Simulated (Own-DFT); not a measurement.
GaAs (zincblende with one plane slipped along a stacking-fault path, atoms displaced), GaN (wurtzite, strained, atoms displaced) (calculated)

Computed with Own-DFT development build. A calculation, not a measurement: plane-wave PBE density functional theory by an unreviewed code, no spin, of a simulated periodic cell, stress positive in tension, free energy of the whole cell less one offset for each atom, forces on such cells passed a denser k mesh, this cell's mesh not checked; offsets are fitted by least squares, one for each functional and potential file, so energies compare only between cells with the same atoms and settings and are not formation energies; the far tail of each file's local potential was reset to the Coulomb form; each entry is a single point on an unrelaxed cell, so the pressure reflects the starting lattice, mostly measured values (interpolated for alloys), from which strain is counted, and rises with the displacements; printed positions are rounded, which can move forces by about a meV/angstrom; the program, named Own-DFT, is a retired in-house code; no spin-orbit coupling.

Settings shared by all entries: functional PBE.

(1) GaAs (zincblende with one plane slipped along a stacking-fault path, atoms displaced)

```xyz
48
Lattice="5.6533 -5.6533 0.0000 0.0000 5.6533 -5.6533 12.1546 12.1546 9.6106" Properties=species:S:1:pos:R:3 GaAs
Ga    12.1751    12.1574     9.5427
As     7.0258     1.4407    -4.2082
Ga     2.8331     2.8819     0.0269
As     4.2106     4.2787     1.3843
Ga     5.6767     2.8092     2.8449
As     7.0478     4.2299     4.2163
Ga     6.5583     6.5160     3.9923
As     7.9219     7.8782     5.4322
Ga     9.2778     9.3185     3.9374
As    10.7442    10.7593     5.3693
Ga    12.1837     9.3739     6.7966
As    13.5515    10.7211     8.1904
Ga    12.1454    14.9518     6.7653
As     7.0550    -1.3822    -1.4094
Ga     2.8669     5.6403    -2.8288
As     4.2805     7.0710    -1.3758
Ga     5.6395     5.6039     0.0226
As     7.0762     7.1204     1.3781
Ga     6.4641     9.3730     1.1206
As     7.9787    10.7681     2.5767
Ga     9.3029    12.1546     1.1184
As    10.7269    13.6112     2.5353
Ga    12.1797    12.1787     3.9451
As    13.5575    13.5802     5.4049
Ga    14.9707    14.9369     3.9660
As     4.2437     4.2559    -4.2606
Ga     5.6359     0.0161     0.0122
As     7.0796     1.4359     1.3592
Ga     8.4777     0.0171     2.7754
As     9.9451     1.4190     4.2411
Ga     9.3662     3.7176     3.9442
As    10.7808     5.0917     5.3147
Ga    12.1292     6.4595     3.8841
As    13.5326     7.9071     5.3697
Ga    14.9207     6.5187     6.8037
As    16.3573     7.8899     8.1788
Ga     2.8101     0.0140    -2.7829
As     4.2458     1.4451    -1.4341
Ga     5.6576     2.8490    -2.8130
As     7.0087     4.2580    -1.4243
Ga     8.4743     2.8387     0.0332
As     9.9101     4.2307     1.4000
Ga     9.3524     6.5358     1.1687
As    10.7255     7.8686     2.6238
Ga    12.1932     9.3274     1.1446
As    13.6189    10.7236     2.5562
Ga    15.0114     9.2973     3.9395
As    16.4114    10.7363     5.3954
```

Here we set potential files PseudoDojo norm-conserving, scalar-relativistic, standard set, wave cutoff 42 hartree, occupations Fermi-Dirac, smearing width 0.1 eV and k mesh 4 x 4 x 2 centred on Gamma.

It finds free energy of cell above offsets -18.283 eV; pressure 3.87 GPa; stress xx -4.61 GPa; stress yy -4.42 GPa; stress zz -2.59 GPa; stress yz -0.24 GPa; stress xz -0.09 GPa; stress xy 0.2 GPa.

Force:
```csv
element,x (eV/Å),y (eV/Å),z (eV/Å)
Ga,-0.28,0.06,0.703
As,0.559,-0.278,-0.42
Ga,-0.42,-0.52,-0.32
As,0.415,-0.585,0.731
Ga,-0.384,0.076,-0.498
As,-0.133,-0.522,1.208
Ga,0.441,0.586,-1.4
As,-0.044,0.579,-0.468
Ga,0.575,-0.129,0.849
As,-0.238,0.018,-0.09
Ga,-0.505,-0.35,-0.453
As,0.584,0.125,0.31
Ga,-0.076,0.407,0.491
As,-0.022,-0.281,-0.128
Ga,-0.313,0.397,0.113
As,-0.404,-0.043,-0.209
Ga,0.29,0.672,-0.037
As,-0.721,-1.107,1.152
Ga,1.689,0.634,-0.978
As,-0.647,-0.3,-0.701
Ga,0.982,-0.138,0.138
As,0.473,-0.581,-0.354
Ga,-0.247,-0.133,-0.042
As,0.201,-0.335,-0.229
Ga,0.091,0.338,0.016
As,-0.08,-0.317,0.033
Ga,0.032,0.097,-0.374
As,-0.351,-0.157,0.513
Ga,-0.089,0.186,0.567
As,-1.141,-0.605,0.911
Ga,0.314,0.138,-1.048
As,-0.124,-0.026,0.871
Ga,0.646,0.293,0.783
As,-0.061,0.02,-0.303
Ga,0.343,-0.18,-0.528
As,0.231,0.197,0.065
Ga,0.236,-0.18,-0.268
As,-0.251,0.002,0.469
Ga,-0.299,0.006,-0.235
As,0.873,-0.014,0.058
Ga,0.087,0.199,-0.785
As,-1.466,-0.118,1.24
Ga,0.499,0.389,-1.335
As,0.136,0.915,-0.79
Ga,-0.506,-0.017,0.244
As,-0.504,0.078,0.143
Ga,-0.178,0.225,0.75
As,-0.213,0.281,-0.364
```

(2) GaAs (zincblende with one plane slipped along a stacking-fault path, atoms displaced)

```xyz
48
Lattice="5.6533 -5.6533 0.0000 0.0000 5.6533 -5.6533 12.1546 12.1546 9.6106" Properties=species:S:1:pos:R:3 GaAs
Ga     5.6488     0.0081    -5.6458
As     7.0783     1.3813    -4.2432
Ga     2.8624     2.8374     0.0273
As     4.2070     4.2054     1.4252
Ga     5.6815     2.7962     2.8200
As     7.0986     4.1850     4.2280
Ga     6.5257     6.5372     3.9699
As     7.8982     7.9191     5.3745
Ga     9.3225     9.3098     3.9546
As    10.7549    10.7507     5.3656
Ga    12.1150     9.3374     6.7785
As    13.5556    10.7549     8.2053
Ga    12.1554    14.9488     6.7449
As     7.0565    -1.4652    -1.4040
Ga     2.8024     5.6264    -2.8210
As     4.2515     7.0862    -1.4181
Ga     5.6590     5.6462     0.0281
As     7.0795     7.0494     1.3695
Ga     6.5307     9.3333     1.1533
As     7.9069    10.7765     2.5692
Ga     9.3506    12.1736     1.1955
As    10.8000    13.5976     2.5388
Ga    12.1269    12.1420     3.9869
As    13.5580    13.5185     5.3817
Ga     2.8676     2.8430    -5.6184
As     4.2594     4.2085    -4.2602
Ga     5.6864     0.0357    -0.0352
As     7.0233     1.4026     1.4347
Ga     8.5049    -0.0149     2.8374
As     9.9185     1.3922     4.2232
Ga     9.3010     3.7034     3.9377
As    10.7494     5.0553     5.4372
Ga    12.1521     6.4968     3.9160
As    13.6100     7.9389     5.3805
Ga    15.0079     6.4855     6.8183
As    16.3896     7.9518     8.2145
Ga     2.8245     0.0194    -2.7661
As     4.2668     1.3945    -1.3961
Ga     5.6730     2.8704    -2.8246
As     7.0562     4.2432    -1.3931
Ga     8.4506     2.8649    -0.0059
As     9.9000     4.2339     1.4287
Ga     9.3485     6.4939     1.2029
As    10.7177     7.9361     2.5713
Ga    12.1762     9.3363     1.1504
As    13.6130    10.7257     2.5272
Ga    14.9731     9.3710     3.9373
As    16.4053    10.7399     5.4056
```

It was run with potential files PseudoDojo norm-conserving, scalar-relativistic, standard set, wave cutoff 42 hartree, occupations Fermi-Dirac, smearing width 0.1 eV and k mesh 4 x 4 x 2 centred on Gamma.

Results for GaAs (zincblende with one plane slipped along a stacking-fault path, atoms displaced): free energy of cell above offsets -18.445 eV; pressure 3.84 GPa; stress xx -4.73 GPa; stress yy -4.21 GPa; stress zz -2.56 GPa; stress yz -0.35 GPa; stress xz -0.39 GPa; stress xy 0.08 GPa.

Force:
```csv
element,x (eV/Å),y (eV/Å),z (eV/Å)
Ga,-0.133,-0.038,-0.002
As,-0.031,0.436,0.137
Ga,-0.371,-0.52,-0.29
As,0.617,0.331,0.164
Ga,-0.426,0.295,0.106
As,-1.68,0.264,1.214
Ga,0.783,-0.146,-1.281
As,0.476,-0.019,0.35
Ga,-0.168,0.396,0.326
As,-0.488,-0.248,0.02
Ga,0.795,0.112,-0.206
As,0.02,-0.319,0.168
Ga,0.03,0.045,0.251
As,0.132,0.144,-0.079
Ga,0.308,-0.083,0.077
As,-0.3,-0.305,0.2
Ga,-0.484,-0.069,-0.226
As,-0.632,-0.46,1.441
Ga,0.632,0.637,-1.13
As,0.309,-0.38,-0.197
Ga,0.004,0.062,-0.42
As,-0.551,-0.17,0.439
Ga,0.502,-0.014,-0.479
As,0.388,0.305,-0.172
Ga,-0.746,-0.234,-0.219
As,0.162,0.765,0.273
Ga,-0.118,-0.613,0.246
As,0.797,-0.121,-0.298
Ga,-0.283,0.095,-0.035
As,-0.978,-0.231,1.227
Ga,1.789,0.095,-0.801
As,-0.147,0.486,-0.574
Ga,-0.163,0.266,0.993
As,-0.363,-0.285,-0.139
Ga,0.043,0.419,-0.267
As,0.112,-0.355,-0.081
Ga,0.068,-0.251,-0.268
As,-0.097,0.626,-0.218
Ga,-0.009,-0.621,-0.068
As,0,0.269,-0.191
Ga,0.174,-0.525,0.185
As,-0.613,-0.823,0.963
Ga,0.643,0.73,-1.384
As,0.449,-0.004,-0.195
Ga,-0.038,-0.208,0.08
As,-0.652,0.367,0.211
Ga,0.483,-0.358,0.375
As,-0.245,0.256,-0.226
```

(3) GaAs (zincblende with one plane slipped along a stacking-fault path, atoms displaced)

```xyz
48
Lattice="5.6533 -5.6533 0.0000 0.0000 5.6533 -5.6533 12.1546 12.1546 9.6106" Properties=species:S:1:pos:R:3 GaAs
Ga    12.1704    12.1110     9.5581
As     7.0590     1.4331    -4.2786
Ga     2.8471     2.7951     0.0031
As     4.2685     4.2556     1.3532
Ga     5.6471     2.8271     2.8812
As     7.0506     4.2428     4.2874
Ga     6.4782     6.4831     3.9854
As     7.8834     7.9329     5.3369
Ga     9.2918     9.3113     3.9799
As    10.6929    10.7315     5.3398
Ga    12.0710     9.3584     6.7913
As    13.5650    10.7702     8.2088
Ga     5.6651    -2.8149    -2.7766
As     7.0570    -1.4351    -1.4393
Ga     2.8615     5.6406    -2.8224
As     4.2910     7.1045    -1.4165
Ga     5.6359     5.6225    -0.0179
As     7.0641     7.0231     1.4669
Ga     6.5182     9.2919     1.1679
As     7.9023    10.7280     2.5621
Ga     9.3212    12.1598     1.1056
As    10.7215    13.5820     2.5446
Ga    12.1153    12.1583     3.9742
As    13.5080    13.5371     5.3898
Ga     2.8601    -2.8140     0.0041
As     4.1981     4.2404    -4.3050
Ga     5.6334    -0.0288     0.0365
As     7.0566     1.4295     1.3793
Ga     8.4674     0.0069     2.8434
As     9.8840     1.3892     4.2195
Ga     9.3221     3.6065     3.9736
As    10.7393     5.0620     5.3934
Ga    12.1567     6.5151     3.9502
As    13.6015     7.8961     5.3473
Ga    14.9843     6.5080     6.8198
As    16.3884     7.8592     8.2365
Ga    14.9806    12.1548     6.7739
As     4.1966     1.4007    -1.4504
Ga     5.6254     2.8005    -2.8062
As     7.0652     4.2951    -1.4467
Ga     8.4678     2.7969    -0.0071
As     9.9293     4.2412     1.4354
Ga     9.3170     6.4585     1.1590
As    10.7430     7.8743     2.4816
Ga    12.1398     9.3610     1.0727
As    13.6322    10.7281     2.5297
Ga    15.0147     9.2912     3.9228
As    16.4099    10.7881     5.3471
```

Settings of this run: potential files PseudoDojo norm-conserving, scalar-relativistic, standard set, wave cutoff 42 hartree, occupations Fermi-Dirac, smearing width 0.1 eV and k mesh 4 x 4 x 2 centred on Gamma.

It finds free energy of cell above offsets -18.189 eV; pressure 3.92 GPa; stress xx -4.51 GPa; stress yy -4.7 GPa; stress zz -2.54 GPa; stress yz -0.07 GPa; stress xz 0.09 GPa; stress xy -0.3 GPa.

Force:
```csv
element,x (eV/Å),y (eV/Å),z (eV/Å)
Ga,0.05,0.487,0.649
As,-0.034,-0.38,0.454
Ga,-0.174,0.36,-0.181
As,-0.476,-0.401,0.798
Ga,0.329,0.457,-0.853
As,-0.401,-1.07,1.037
Ga,0.914,0.811,-1.158
As,0.098,-0.332,0.36
Ga,0.387,-0.15,-0.67
As,0.067,0.173,0.229
Ga,0.817,-0.135,-0.28
As,0.298,-0.768,-0.536
Ga,-0.61,-0.287,-0.491
As,0.441,0.426,0.618
Ga,-0.351,0.355,-0.143
As,-0.692,-0.643,0.138
Ga,0.43,0.552,0.02
As,-0.965,-0.842,0.773
Ga,0.837,0.711,-1.051
As,0.244,0.223,-0.171
Ga,-0.22,-0.032,0.196
As,0.259,-0.555,-0.32
Ga,0.33,-0.325,-0.424
As,0.459,0.488,-0.135
Ga,-0.879,-0.64,-0.186
As,0.496,-0.104,1.005
Ga,0.191,0.297,-0.707
As,-0.187,-0.206,0.49
Ga,0.202,0.029,-0.859
As,-0.788,-1.066,1.388
Ga,0.529,1.504,-1.021
As,-0.294,0.517,-0.647
Ga,-0.12,-0.139,0.062
As,-0.437,0.409,0.455
Ga,-0.004,-0.001,-0.474
As,0.11,0.675,-0.322
Ga,-0.278,-0.098,-0.274
As,0.477,-0.138,0.486
Ga,0.152,0.353,-0.429
As,-0.127,-0.847,0.203
Ga,0.184,0.617,-0.113
As,-1.172,-1.356,0.913
Ga,0.607,0.907,-1.228
As,0.088,0.663,0.536
Ga,0.425,-0.253,0.784
As,-0.922,-0.03,0.24
Ga,-0.202,0.5,0.584
As,-0.086,-0.714,0.256
```

(4) GaN (wurtzite, strained, atoms displaced)

```xyz
96
Lattice="12.7560 0.0000 0.0000 -4.7835 8.2853 0.0000 0.0000 0.0000 10.5515" Properties=species:S:1:pos:R:3 GaN
Ga    -0.0296     1.9443     0.0413
Ga     1.5986     1.0099     2.6822
N     -0.0326     1.8755     1.9881
N      1.6387     0.8927     4.6458
Ga    -0.0419     1.8653     5.2993
Ga     1.6054     0.9689     7.8564
N     -0.0176     1.8857     7.1993
N      1.5274     0.9645     9.8719
Ga    -1.6153     4.6344     0.0510
Ga     0.0318     3.7526     2.6740
N     -1.5397     4.5198     2.0135
N     -0.0091     3.7133     4.5606
Ga    -1.6044     4.6439     5.3390
Ga     0.0300     3.7001     7.9516
N     -1.5714     4.5979     7.3125
N     -0.0650     3.6346     9.8231
Ga    -3.2111     7.3916     0.0133
Ga    -1.4932     6.3879     2.6079
N     -3.1365     7.3802     1.9724
N     -1.6231     6.4255     4.6055
Ga    -3.2044     7.2939     5.3268
Ga    -1.5663     6.4348     7.8927
N     -3.1481     7.3886     7.2067
N     -1.6860     6.4261     9.9526
Ga     3.2315     1.8522     0.0697
Ga     4.8399     0.9249     2.6244
N      3.2158     1.9449     2.0833
N      4.7331     0.8799     4.6375
Ga     3.1546     1.8416     5.3336
Ga     4.7793     0.9719     7.9204
N      3.1607     1.7456     7.2821
N      4.7447     0.9008     9.8999
Ga     1.5868     4.6376     0.0407
Ga     3.1469     3.6229     2.6252
N      1.6465     4.5313     1.9321
N      3.1636     3.6456     4.6249
Ga     1.6335     4.6331     5.2852
Ga     3.1950     3.8012     7.8772
N      1.5854     4.5776     7.2544
N      3.2550     3.6429     9.8740
Ga    -0.0396     7.3296    10.5373
Ga     1.5628     6.5151     2.6228
N     -0.0236     7.4182     2.0365
N      1.7035     6.4680     4.7172
Ga     0.0536     7.2813     5.1955
Ga     1.5964     6.4113     7.9528
N      0.0224     7.3347     7.2292
N      1.5456     6.4289     9.9349
Ga     6.4071     1.9108     0.0250
Ga     7.9533     0.9472     2.5428
N      6.4225     1.8766     2.0532
N      7.9716     0.9537     4.6971
Ga     6.4118     1.8013     5.3394
Ga     7.9976     1.0338     7.9586
N      6.4517     1.8200     7.3448
N      8.0074     0.8997     9.8877
Ga     4.7681     4.6408     0.0555
Ga     6.3678     3.6871     2.6098
N      4.8373     4.5802     1.9421
N      6.4867     3.7407     4.6460
Ga     4.8284     4.5028     5.1699
Ga     6.3284     3.6922     7.8308
N      4.7134     4.6468     7.2875
N      6.3288     3.6610     9.9054
Ga     3.1627     7.3296     0.1055
Ga     4.7493     6.4146     2.6582
N      3.1407     7.3403     2.0799
N      4.7691     6.4128     4.7164
Ga     3.1554     7.3421     5.2850
Ga     4.7140     6.4888     7.8402
N      3.0803     7.2890     7.2528
N      4.8486     6.3712     9.8534
Ga     9.4668     1.8001    10.5390
Ga    11.1433     0.9301     2.6940
N      9.5984     1.8216     2.0536
N     11.1811     0.9715     4.6720
Ga     9.5732     1.8238     5.2768
Ga    11.1114     1.0072     7.8635
N      9.5755     1.8355     7.2330
N     11.1588     0.8592     9.8677
Ga     8.0439     4.6973    10.4659
Ga     9.5115     3.6492     2.6004
N      8.0080     4.5784     2.0396
N      9.5774     3.7383     4.6528
Ga     8.0199     4.5354     5.2320
Ga     9.5165     3.7191     7.7835
N      7.9183     4.5957     7.2361
N      9.5207     3.7658     9.8438
Ga     6.2638     7.2605    10.5232
Ga     7.9807     6.4506     2.5796
N      6.3816     7.3233     2.0177
N      7.9453     6.4241     4.5947
Ga     6.3793     7.3486     5.2445
Ga     8.0231     6.4718     7.8724
N      6.3975     7.2709     7.2642
N      7.9677     6.3818     9.9137
```

Settings of this run: potential files PseudoDojo norm-conserving, scalar-relativistic, standard set with the stringent files for Ga, wave cutoff 96 hartree, occupations Gaussian, smearing width 0.01 eV and k mesh 3 x 4 x 3 centred on Gamma.

It finds free energy of cell above offsets -5.231 eV; pressure 3.79 GPa; stress xx -7 GPa; stress yy -5.26 GPa; stress zz 0.88 GPa; stress yz 0.54 GPa; stress xz -0.4 GPa; stress xy 0.17 GPa.

Force:
```csv
element,x (eV/Å),y (eV/Å),z (eV/Å)
Ga,-0.272,-2.292,-0.304
Ga,-0.235,-1.28,-0.05
N,0.364,0.016,0.469
N,-1.226,0.201,-0.002
Ga,1.475,0.233,-0.729
Ga,-1.396,-0.721,1.285
N,0.062,-0.171,0.801
N,0.817,-0.116,0.341
Ga,-0.203,-1.085,-0.703
Ga,0.129,-1.457,-0.341
N,-1.03,1.073,-0.7
N,0.445,0.343,1.549
Ga,0.5,-0.502,-0.606
Ga,-0.42,-0.555,-0.823
N,-0.345,0.042,-0.78
N,0.562,2.022,1.441
Ga,-0.742,0.779,0.038
Ga,-2.362,0.196,0.74
N,-0.004,0.152,0.332
N,0.895,-0.027,-0.197
Ga,-0.169,0.852,-1.683
Ga,-0.134,0.521,0.556
N,-0.26,-0.417,1.253
N,1.344,0.379,-0.894
Ga,-1.186,-0.117,-0.716
Ga,-0.993,0.946,1.278
N,0.43,-3.431,-1.788
N,1.213,0.516,-0.092
Ga,0.338,-0.746,-0.311
Ga,0.145,-1.248,0.123
N,1.323,2.322,-0.62
N,0.996,-0.091,0.576
Ga,0.218,-1.695,-1.295
Ga,1.138,2.698,1.222
N,-0.825,1.867,0.89
N,0.489,0.364,-0.288
Ga,-0.618,-0.743,0.04
Ga,-0.449,-2.236,1.157
N,-0.187,0.434,-0.096
N,-1.16,0.99,0.335
Ga,-0.566,0.714,0.035
Ga,-0.055,-1.689,1.032
N,0.879,-0.625,-1.146
N,-2.391,-1.368,-2.566
Ga,-1.179,0.992,1.271
Ga,-1.016,0.201,-0.191
N,-0.015,0.326,0.356
N,0.668,0.285,0.039
Ga,-0.667,-0.831,-0.41
Ga,0.982,-0.329,2.204
N,-0.814,-0.461,-1.338
N,0.259,-0.912,-1.269
Ga,-0.881,0.323,-0.409
Ga,0.395,-2.25,-0.248
N,-1.75,0.761,-1.145
N,-1.693,-0.845,0.687
Ga,0.331,-1.351,-1.35
Ga,0.977,0.659,0.797
N,-1.289,0.404,1.374
N,-2.09,-2.142,-0.931
Ga,-0.562,1.124,1.352
Ga,-0.193,0.492,1.467
N,1.438,-0.571,-1.58
N,0.836,0.907,-0.418
Ga,0.507,-0.071,-1.415
Ga,0.903,-0.088,0.885
N,0.849,0.644,-1.164
N,-0.134,0.01,-1.411
Ga,2.159,1.466,0.98
Ga,0.83,-0.159,0.451
N,1.405,1.88,0.311
N,-3.049,0.419,-0.165
Ga,2.906,1.386,0.215
Ga,0.989,-0.54,-0.332
N,-0.949,-0.157,-1.237
N,-0.655,-1.018,-0.682
Ga,-0.146,0.698,-0.277
Ga,1.586,-1.845,1.114
N,-0.77,0.71,-0.163
N,-0.644,0.715,0.358
Ga,-1.617,-2.742,1.489
Ga,1.37,0.425,1.155
N,-0.801,0.481,-1.359
N,0.964,-1.464,-0.591
Ga,-0.079,2.166,0.871
Ga,0.536,-0.111,1.544
N,0.435,0.322,-0.422
N,1.117,-1.832,-0.013
Ga,2.776,2.019,0.642
Ga,0.789,-0.035,0.879
N,-0.999,0.608,-0.501
N,0.513,0.042,-0.01
Ga,0.245,-0.126,0.713
Ga,-0.48,-0.357,0.661
N,-0.561,1.709,-0.49
N,-0.265,3.017,-1.06
```
